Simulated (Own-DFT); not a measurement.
# Bulk modulus against bond length in tetrahedral crystals

Source: density functional calculations with Own-DFT, an unreviewed in-house program that is no longer used. Nothing was measured or relaxed, and spin and spin-orbit coupling are left out.

Caveats (not all hold for every row): forces on such cells moved up to 12 meV/angstrom on a denser k mesh; forces not confirmed at this smearing and k mesh; k mesh not checked against a denser one; forces on such cells passed a denser k mesh, each cell not checked; stress not checked against mesh or cutoff.

All runs are PBE with PseudoDojo norm-conserving files; cutoff and k mesh are each material's own. Every cell starts from measured lattice constants and was given uniform random strains and small random moves of its atoms. Each triple is the change of volume in per cent, the rms move u in Å and the pressure in GPa.

- 3C SiC (C48Si48), 10.36 Å³/atom unstrained: (-2.90, 0.049, 12.84); (-1.77, 0.051, 9.49); (-0.24, 0.050, 5.71); (0.09, 0.050, 4.92); (0.26, 0.049, 5.34); (0.62, 0.053, 4.52); (1.15, 0.049, 2.57)
- wurtzite AlN (Al36N36), 10.45 Å³/atom unstrained: withheld
- wurtzite GaN (Ga36N36), 11.42 Å³/atom unstrained: (-2.56, 0.050, 13.36); (-2.19, 0.047, 12.15); (-1.39, 0.052, 10.53); (-1.12, 0.050, 9.76); (-0.51, 0.051, 9.18); (1.28, 0.048, 5.17); (2.54, 0.048, 2.88)
- diamond silicon (Si64), 20.02 Å³/atom unstrained: (-3.98, 0.050, 6.96); (-2.77, 0.054, 5.60); (-2.45, 0.049, 5.22); (-1.54, 0.049, 4.05); (-0.53, 0.050, 3.64); (-0.22, 0.050, 3.00); (1.83, 0.052, 0.89)
- zincblende GaP (Ga32P32), 20.24 Å³/atom unstrained: (-1.24, 0.047, 4.34); (0.19, 0.048, 3.19); (0.41, 0.051, 3.03); (0.83, 0.045, 2.60); (1.02, 0.049, 2.32); (1.67, 0.050, 1.87); (2.12, 0.046, 1.40)
- zincblende InP (In48P48), 25.27 Å³/atom unstrained: (-1.21, 0.047, 4.72); (-0.96, 0.054, 4.79); (-0.77, 0.049, 4.31); (-0.32, 0.049, 4.12); (1.03, 0.050, 2.98); (1.36, 0.052, 2.77); (1.49, 0.052, 2.82)
- grey tin (Sn64), 34.15 Å³/atom unstrained: (-1.70, 0.052, 4.76); (-1.63, 0.046, 4.49); (-1.59, 0.051, 4.70); (-0.45, 0.050, 3.93); (-0.32, 0.050, 3.97); (-0.10, 0.048, 3.75); (1.33, 0.051, 2.94)

## Analysis

Fit a line to each set against the fractional change of volume; B is minus its slope, and u is nearly the same within a set. To take it to zero pressure, assume that B rises by 4 GPa for each GPa: B0 = B - 4 x (mean pressure). The bond length of an ideal tetrahedral crystal with the unstrained volume v is d = (√3/4)(8 v)^(1/3). Cohen's empirical rule reads B0 = (1971 - 220 L) d^(-3.5) GPa, with L = 0 for group IV crystals and SiC and 1 for III-V compounds.

| material | L | d (Å) | B (GPa) | mean P (GPa) | B0 (GPa) | rule (GPa) |
|---|---|---|---|---|---|---|
| 3C SiC (C48Si48) | 0 | 1.888 | 242 ± 12 | 6.5 | 216 ± 12 | 213 |
| wurtzite AlN (Al36N36) | 1 | 1.893 | ? | ? | ? | 188 |
| wurtzite GaN (Ga36N36) | 1 | 1.950 | 201 ± 6 | 9.0 | 165 ± 6 | 169 |
| diamond silicon (Si64) | 0 | 2.352 | 102 ± 4 | 4.2 | 85 ± 4 | 99 |
| zincblende GaP (Ga32P32) | 1 | 2.360 | 88 ± 3 | 2.7 | 77 ± 3 | 87 |
| zincblende InP (In48P48) | 1 | 2.541 | 77 ± 4 | 3.8 | 62 ± 4 | 67 |
| grey tin (Sn64) | 0 | 2.810 | 57 ± 3 | 4.1 | 41 ± 3 | 53 |

A line through ln[B0/(1971 - 220 L)] against ln d has a slope of -4.1 ± 0.1 and a scatter of 5 %. Against the rule, B0 stands at 101 % for 3C SiC, 98 % for wurtzite GaN, 86 % for diamond silicon, 89 % for zincblende GaP, 92 % for zincblende InP, 78 % for grey tin. PBE tends to make silicon and heavier crystals too soft, and the rule itself is only a guide.

## Prediction

Asked: what B0 does the fitted trend give for wurtzite AlN (Al36N36)?

The line gives 189 GPa. Its own runs give B = 213 ± 4 GPa at a mean pressure of 4.3 GPa, so B0 = 196 GPa.
